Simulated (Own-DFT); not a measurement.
# Computed records: AlGa₃N₄ (wurtzite random alloy, strained, atoms displaced)

All values are calculated (Own-DFT development build). A calculation, not a measurement: plane-wave PBE density functional theory by an unreviewed code, no spin, of a simulated periodic cell, stress positive in tension, free energy of the whole cell less one offset for each atom, forces on such cells passed a denser k mesh, this cell's mesh not checked; offsets are fitted by least squares, one for each functional and potential file, so energies compare only between cells with the same atoms and settings and are not formation energies; the far tail of each file's local potential was reset to the Coulomb form; each entry is a single point on an unrelaxed cell, so the pressure reflects the starting lattice, mostly measured values, from which strain is counted, and rises with the displacements; printed positions are rounded, which can move forces by about a meV/angstrom; the program is a retired in-house code; no spin-orbit coupling.

Settings shared by all entries: functional PBE; potential files PseudoDojo norm-conserving, scalar-relativistic, standard set with the stringent files for Ga; wave cutoff 96 hartree; occupations Gaussian; smearing width 0.01 eV; k mesh 4 x 4 x 3 centred on Gamma.

(1) 
```xyz
72
Lattice="9.4617 0.0000 0.0000 -4.7309 8.1941 0.0000 0.0000 0.0000 10.2685" Properties=species:S:1:pos:R:3:force_x:R:1:force_y:R:1:force_z:R:1 formula=AlGa3N4 free_energy_of_cell_above_offsets=-8.929 pressure=9.02 stress_xx=-9.21 stress_yy=-9.54 stress_zz=-8.31 stress_yz=0.06 stress_xz=-0.08 stress_xy=-0.96
Ga    -0.0251     1.7805    10.2531     -0.216      1.428       0.48
Ga     1.6045     0.8299     2.6031     -0.326      2.259     -1.097
N      0.0493     1.8441     1.9229     -0.755     -0.433      0.676
N      1.5478     0.9196     4.5320      0.719      -0.78     -0.424
Ga    -0.0115     1.7545     5.1111     -0.484      1.142      0.916
Al     1.5410     0.9161     7.7788      0.498     -0.197     -0.618
N      0.0045     1.7974     7.1523      0.539     -0.416     -0.874
N      1.5786     0.9943     9.6390      1.353     -1.418      0.112
Al    -1.6249     4.5571    10.2649      0.178      0.404      0.567
Ga    -0.0593     3.7111     2.5722      0.605     -0.981     -0.263
N     -1.6940     4.5981     1.9810      0.274      0.023     -0.344
N      0.0141     3.5635     4.5158      0.062      1.137      0.329
Ga    -1.6493     4.5454     5.1624      1.602     -1.619      0.399
Ga     0.1439     3.6496     7.7427     -5.203     -1.677      1.429
N     -1.4842     4.5645     7.0427     -0.757      0.221       1.05
N     -0.0764     3.7311     9.6595      1.015     -0.748      0.483
Al    -3.1831     7.2443    10.2284      1.305      1.929      0.813
Al    -1.6005     6.3864     2.6700     -0.255     -0.826     -0.909
N     -3.1728     7.2818     1.9128      1.161     -0.913     -0.201
N     -1.5287     6.2705     4.5852     -0.911      2.541     -1.581
Ga    -3.1753     7.3139     5.1351      1.336     -0.403       1.12
Ga    -1.5913     6.4587     7.6718     -0.556     -2.109      0.956
N     -3.2422     7.2716     7.1289       1.71      2.141     -0.905
N     -1.6911     6.3383     9.6339      1.285      0.468      0.409
Al     3.2586     1.8816     0.0269     -1.325      -1.45     -0.074
Ga     4.7403     0.8216     2.5363     -0.441       1.52      0.692
N      3.1705     1.8497     1.9058      0.473     -0.557      0.184
N      4.6669     0.9132     4.5403      1.213     -1.531     -0.485
Ga     3.1133     1.7467     5.1550      0.481      1.786     -0.059
Ga     4.7117     0.8708     7.6506      1.189      1.041      1.228
N      3.2116     1.8294     7.0839     -2.329     -0.808      0.251
N      4.7462     0.8541     9.6829     -0.723      1.229     -0.553
Ga     1.6417     4.5105     0.0648     -1.289     -0.122     -0.611
Ga     3.2294     3.7125     2.6281     -1.259       -1.1     -0.792
N      1.6052     4.5079     1.9395     -0.376      1.785      0.882
N      3.1978     3.6475     4.4776     -1.408     -0.053      2.143
Al     1.5361     4.4978     5.1488      0.585     -0.197     -0.892
Ga     3.0282     3.5989     7.7769      1.852      0.525     -2.144
N      1.4789     4.5263     7.1036      4.145      2.021     -2.806
N      3.2036     3.6030     9.5870     -0.134       0.13      1.722
Ga     0.0545     7.2833     0.0265     -0.864     -1.543     -0.329
Al     1.5507     6.4329     2.5219      2.059     -2.296      0.857
N      0.0122     7.1811     2.0178      -1.22      0.488     -0.764
N      1.5868     6.3003     4.4450      0.231     -0.092      0.886
Ga     0.0261     7.1723     5.2132      0.121      1.077     -1.296
Ga     1.6175     6.3859     7.6046     -0.829     -1.122      2.282
N      0.0131     7.2517     7.1259      0.258      0.555     -0.572
N      1.6585     6.3210     9.6327     -0.668      0.326     -0.375
Ga     6.2883     1.8735     0.0160     -0.934      0.093      0.354
Ga     7.8319     0.8824     2.5304      2.231      0.429     -0.055
N      6.3546     1.8422     1.9689     -1.634     -0.354      0.021
N      7.9111     0.8518     4.4563     -0.906       0.51      0.792
Ga     6.3073     1.8144     5.1075      -0.24     -0.734      0.454
Ga     7.8485     0.8467     7.6005      0.051      2.657      2.392
N      6.3150     1.9095     7.0702     -0.269     -2.688     -0.574
N      7.7677     0.9813     9.7467      2.112     -2.151     -2.014
Ga     4.6815     4.6260     0.0104      1.315     -0.975      0.132
Al     6.3450     3.5207     2.6627     -0.818      2.483     -0.768
N      4.6856     4.6001     1.9269      2.237      0.507      0.671
N      6.3454     3.5871     4.5450     -1.291      0.581     -1.264
Ga     4.7019     4.5816     5.2188      0.465     -0.289     -3.234
Ga     6.3423     3.6374     7.6658      0.618      1.472        1.1
N      4.7616     4.5412     6.9861     -1.049      0.082      3.697
N      6.3360     3.6396     9.6718     -0.923      1.142     -0.639
Ga     3.1747     7.2769     0.0086     -0.142       0.89      0.416
Al     4.7996     6.4360     2.5737     -1.081     -1.324       0.31
N      3.1997     7.2694     2.0086     -0.688     -0.936      -0.64
N      4.8465     6.4031     4.4891     -2.134     -0.675     -0.602
Ga     3.1406     7.3184     5.2054      0.443     -1.475     -2.359
Ga     4.7690     6.3339     7.7151     -1.162     -0.669      0.018
N      3.1288     7.2958     7.0741      1.059     -1.219     -0.037
N      4.7916     6.4194     9.6303      -1.18     -0.144     -0.067
```

Units: free_energy_of_cell_above_offsets in eV; pressure, stress_xx, stress_yy, stress_zz, stress_yz, stress_xz, stress_xy in GPa; force_x, force_y, force_z in eV/Å.

(2) 
```xyz
72
Lattice="9.4617 0.0000 0.0000 -4.7309 8.1941 0.0000 0.0000 0.0000 10.2685" Properties=species:S:1:pos:R:3:force_x:R:1:force_y:R:1:force_z:R:1 formula=AlGa3N4 free_energy_of_cell_above_offsets=-9.038 pressure=9.06 stress_xx=-11.34 stress_yy=-7.82 stress_zz=-8 stress_yz=-0.22 stress_xz=0.79 stress_xy=-0.73
Ga    -0.0182     1.7423    10.2597      0.056      2.256      1.148
Al     1.5666     0.8960     2.4944     -0.035      1.387      2.035
N      0.0249     1.8684     2.0235     -0.128     -2.897     -1.509
N      1.4880     0.8929     4.5139       1.96     -0.072      -0.82
Al     0.0283     1.8316     5.1221     -0.574      0.555      0.417
Ga     1.5901     1.0013     7.7787     -1.113     -1.889     -1.669
N     -0.0601     1.7539     7.1023      1.761      1.657     -1.562
N      1.5576     0.8972     9.6505     -0.048     -1.057      0.885
Ga    -1.5909     4.5434    10.2097        0.2      0.682      1.166
Ga     0.0225     3.5809     2.5690     -0.412       2.97      0.274
N     -1.6042     4.6189     1.8799      0.001     -0.734      0.667
N     -0.0098     3.7021     4.5247          0     -1.672      0.055
Ga    -1.6276     4.5819     5.1081      1.258     -0.081      0.544
Ga    -0.0391     3.6280     7.7383       0.64     -0.622      0.156
N     -1.5749     4.4363     7.0653     -0.185      1.991     -0.528
N      0.0012     3.7345     9.6941      1.666     -1.662     -0.444
Al    -3.1854     7.2847     0.0715      1.207     -0.594     -1.077
Ga    -1.5706     6.4454     2.5621      -0.29     -1.923     -0.071
N     -3.1189     7.3499     1.9987     -1.389     -0.527     -1.692
N     -1.5192     6.3891     4.4498     -2.212      0.363      1.153
Al    -3.1956     7.2617     5.0427      0.699      0.665      0.896
Ga    -1.5170     6.4068     7.6559      -1.64     -0.604     -0.119
N     -3.1752     7.3206     7.0112      0.189     -0.319     -0.472
N     -1.5959     6.3262     9.5648     -0.431      1.869      1.245
Ga     3.0815     1.8098    10.2438      1.995      0.324      0.655
Al     4.7226     0.8904     2.5613      0.461     -0.137     -0.903
N      3.1478     1.7562     1.9605      0.257      0.203     -0.217
N      4.7733     0.8940     4.4507     -0.148      0.709      0.084
Al     3.2485     1.7253     5.1190      -2.37       0.97     -0.082
Ga     4.7551     0.9547     7.6514     -2.245     -1.084      1.701
N      3.0702     1.8244     7.0649      2.074      0.979     -0.884
N      4.7742     0.8316     9.6555     -1.146      1.699     -0.451
Al     1.6582     4.4940    10.2560     -2.803      1.814      1.146
Ga     3.2297     3.6826     2.5606     -2.441     -2.055      0.479
N      1.6399     4.5198     1.9173     -0.375      0.881     -0.566
N      3.1801     3.5772     4.4560       0.24     -0.488      1.682
Ga     1.5879     4.5455     5.1329      0.308     -0.016     -0.119
Ga     3.1781     3.7091     7.7317      0.361     -1.037     -0.694
N      1.5893     4.4726     7.1115     -0.541      1.565     -0.542
N      3.1382     3.7843     9.6311      1.226     -2.341      0.186
Ga     0.0659     7.2514     0.0224     -2.787      0.187      0.776
Al     1.6266     6.3516     2.5165     -0.629     -0.715      0.973
N     -0.0001     7.1805     2.0122       2.16      2.388     -0.802
N      1.6035     6.3682     4.4722      1.028       0.13     -0.373
Ga     0.0380     7.2662     5.0573      0.259     -0.316      0.421
Ga     1.5464     6.3841     7.6869     -0.348      -0.22      0.355
N     -0.0317     7.3505     7.0066      0.999     -0.766     -0.074
N      1.5426     6.4176     9.7153      1.659     -2.686      -1.63
Ga     6.2893     1.8706     0.0114      0.127     -0.507     -0.673
Ga     7.8589     0.8885     2.6224      0.051      0.734     -0.787
N      6.2897     1.8733     1.8894     -0.584     -0.911      1.667
N      7.9106     0.8822     4.5214     -0.737      1.889       0.95
Al     6.2590     1.7604     5.1730      1.406      1.058     -0.134
Ga     7.9364     0.8920     7.6997     -2.097      0.769      1.224
N      6.2183     1.8175     7.1335      2.542      1.178      -2.24
N      7.8878     0.9976     9.6432     -0.759      -1.83     -0.062
Ga     4.7782     4.5299     0.0159     -0.258       0.48      0.426
Ga     6.2628     3.7128     2.5891      1.597     -0.655      -0.67
N      4.6862     4.5488     2.0080      1.816      1.417     -1.911
N      6.3585     3.6443     4.4690     -1.568     -1.275      1.254
Ga     4.7296     4.5729     5.1309      0.016     -0.369      0.103
Ga     6.3105     3.6837     7.7764      0.431     -1.023     -2.365
N      4.8022     4.6044     7.1628     -1.366      -1.43     -2.128
N      6.3146     3.6805     9.5645     -0.511     -0.841      2.617
Ga     3.1216     7.2092     0.0359       1.11      1.437     -1.142
Ga     4.6939     6.3941     2.5522      0.767      0.001      0.092
N      3.1693     7.2679     1.9139     -1.052       0.38      0.605
N      4.6421     6.4295     4.4539      2.278     -1.161      0.749
Ga     3.2594     7.3497     5.2555     -2.134     -0.678     -1.636
Ga     4.7416     6.3331     7.6816      0.473      2.598      0.949
N      3.1037     7.3474     7.0910      0.515     -1.952      1.017
N      4.7900     6.3469     9.6657     -0.436      0.962      0.299
```

Units: free_energy_of_cell_above_offsets in eV; pressure, stress_xx, stress_yy, stress_zz, stress_yz, stress_xz, stress_xy in GPa; force_x, force_y, force_z in eV/Å.

(3) 
```xyz
72
Lattice="9.4617 0.0000 0.0000 -4.7309 8.1941 0.0000 0.0000 0.0000 10.2685" Properties=species:S:1:pos:R:3:force_x:R:1:force_y:R:1:force_z:R:1 formula=AlGa3N4 free_energy_of_cell_above_offsets=-9.061 pressure=8.95 stress_xx=-8.97 stress_yy=-9.38 stress_zz=-8.51 stress_yz=0.01 stress_xz=0.1 stress_xy=0.07
Ga     0.0118     1.7948     0.0309     -0.248     -0.256     -1.052
Ga     1.6846     0.9319     2.5343     -2.937     -1.132      0.422
N     -0.0454     1.8696     1.9129      0.905     -1.446      0.886
N      1.5800     1.0054     4.4995      -0.88     -1.225     -0.573
Al     0.0690     1.8299     5.1658     -2.376       0.06      0.305
Ga     1.5633     0.9459     7.6630     -0.386     -0.743      1.178
N     -0.0751     1.7820     7.1184      0.738      0.785     -1.264
N      1.5952     0.8254     9.7307      1.197      2.515     -0.837
Ga    -1.5539     4.5452     0.0120     -0.546     -1.284     -0.267
Ga    -0.0528     3.6136     2.5996      1.489      0.248      0.909
N     -1.4941     4.5403     1.9402     -2.221      0.629      0.137
N     -0.0195     3.6587     4.5903      0.684     -0.256     -0.368
Ga    -1.6030     4.6471     5.1828      0.368     -1.266     -0.097
Ga    -0.0833     3.6876     7.6875      1.318     -1.014      0.145
N     -1.6581     4.5899     7.1140      0.383      0.302     -0.378
N     -0.0524     3.5617     9.6228      1.169      1.316      0.136
Ga    -3.1206     7.3079     0.0609     -0.462      -1.96     -0.195
Ga    -1.6121     6.3573     2.6071      0.859      0.247     -2.091
N     -3.2106     7.2076     1.9892      0.314      0.891      0.034
N     -1.5836     6.3916     4.4134      0.284      0.234      2.586
Ga    -3.0864     7.3271     5.1368     -1.034      0.334       0.38
Ga    -1.5484     6.4055     7.8121     -1.206      0.416     -2.922
N     -3.2359     7.2640     7.0948      2.525      0.867     -0.702
N     -1.5594     6.2852     9.5982      0.065      1.576       2.59
Al     3.1885     1.8314    10.2634     -0.337     -0.415     -0.839
Ga     4.7028     0.9243     2.6406      1.512      0.809     -0.417
N      3.1561     1.8457     1.9683      1.008     -0.455     -2.293
N      4.7026     0.9074     4.5381      0.082     -0.049     -0.037
Ga     3.1192     1.8100     5.0544      1.265      1.092      2.147
Al     4.8329     0.9260     7.6639     -1.628      0.822       0.03
N      3.1190     1.8065     7.1024      1.724      0.575     -0.422
N      4.7812     0.8865     9.5760       -1.7      0.784     -0.016
Ga     1.6775     4.5450     0.0393     -2.348     -0.074     -1.409
Ga     3.1450     3.6025     2.5324     -0.428      1.174      0.981
N      1.5617     4.5643     1.9081      0.066     -0.889      0.835
N      3.2213     3.6488     4.4680     -0.149      0.053     -0.121
Ga     1.6671     4.5578     5.0989     -0.965     -0.329      0.773
Al     3.1248     3.6362     7.6695      1.882     -1.119      0.015
N      1.7026     4.5134     7.1020     -2.851      1.873      -0.48
N      3.0945     3.6244     9.5340       1.31     -1.041       1.38
Ga    -0.0280     7.3019    10.2139      0.022     -0.186      1.587
Ga     1.5504     6.3442     2.4996      0.405      0.535      1.536
N      0.0669     7.3624     2.0646      -2.05     -1.118     -2.136
N      1.6484     6.3840     4.5246     -2.428     -1.078     -1.305
Ga     0.0191     7.2729     5.1377      0.216     -0.079     -0.723
Al     1.5306     6.3464     7.7419      1.064      0.371     -1.033
N     -0.0629     7.3963     7.0148      1.352     -1.785      1.649
N      1.5422     6.4099     9.6510      0.362     -0.965     -0.758
Ga     6.2793     1.8071     0.0051      1.183      0.713     -0.288
Al     7.9530     0.9279     2.5620     -1.416      0.068      1.212
N      6.3170     1.8811     1.9372      0.488     -0.627      0.623
N      7.8943     0.9454     4.5174      0.655     -0.138     -0.704
Ga     6.2474     1.8488     5.1703      1.573     -1.227     -0.659
Al     7.9191     0.8806     7.7666     -0.697     -0.524     -2.313
N      6.3503     1.8029     7.0455      0.105      0.196      1.746
N      7.9076     0.9056     9.5476     -0.549     -0.598      2.262
Ga     4.6922     4.5737     0.0562      0.455     -0.261     -1.502
Al     6.4000     3.6310     2.5526     -0.981      0.283      0.554
N      4.6663     4.5590     1.9720      1.824     -1.649     -0.081
N      6.3430     3.6007     4.5521     -0.195      1.861     -1.998
Ga     4.7812     4.6297     5.0927     -0.074     -0.808      0.869
Al     6.2917     3.6339     7.6224     -0.054     -0.492      1.611
N      4.7557     4.4585     7.0898     -0.947      0.621     -0.596
N      6.2505     3.6774     9.6325       0.55     -0.647     -0.631
Ga     3.1353     7.2309     0.0851      0.995      1.057     -1.889
Ga     4.6158     6.2795     2.5687       0.73      2.339       1.14
N      3.1036     7.3260     1.9637      0.584      0.243      0.355
N      4.6990     6.4967     4.5873      2.389     -1.955     -1.948
Ga     3.1357     7.1623     5.1479     -0.028      3.849      0.626
Ga     4.7142     6.3864     7.6146     -0.261      -1.79      1.771
N      3.1885     7.2455     7.0261     -2.498      0.859      1.881
N      4.7968     6.3623     9.6436     -1.217      0.284       0.05
```

Units: free_energy_of_cell_above_offsets in eV; pressure, stress_xx, stress_yy, stress_zz, stress_yz, stress_xz, stress_xy in GPa; force_x, force_y, force_z in eV/Å.
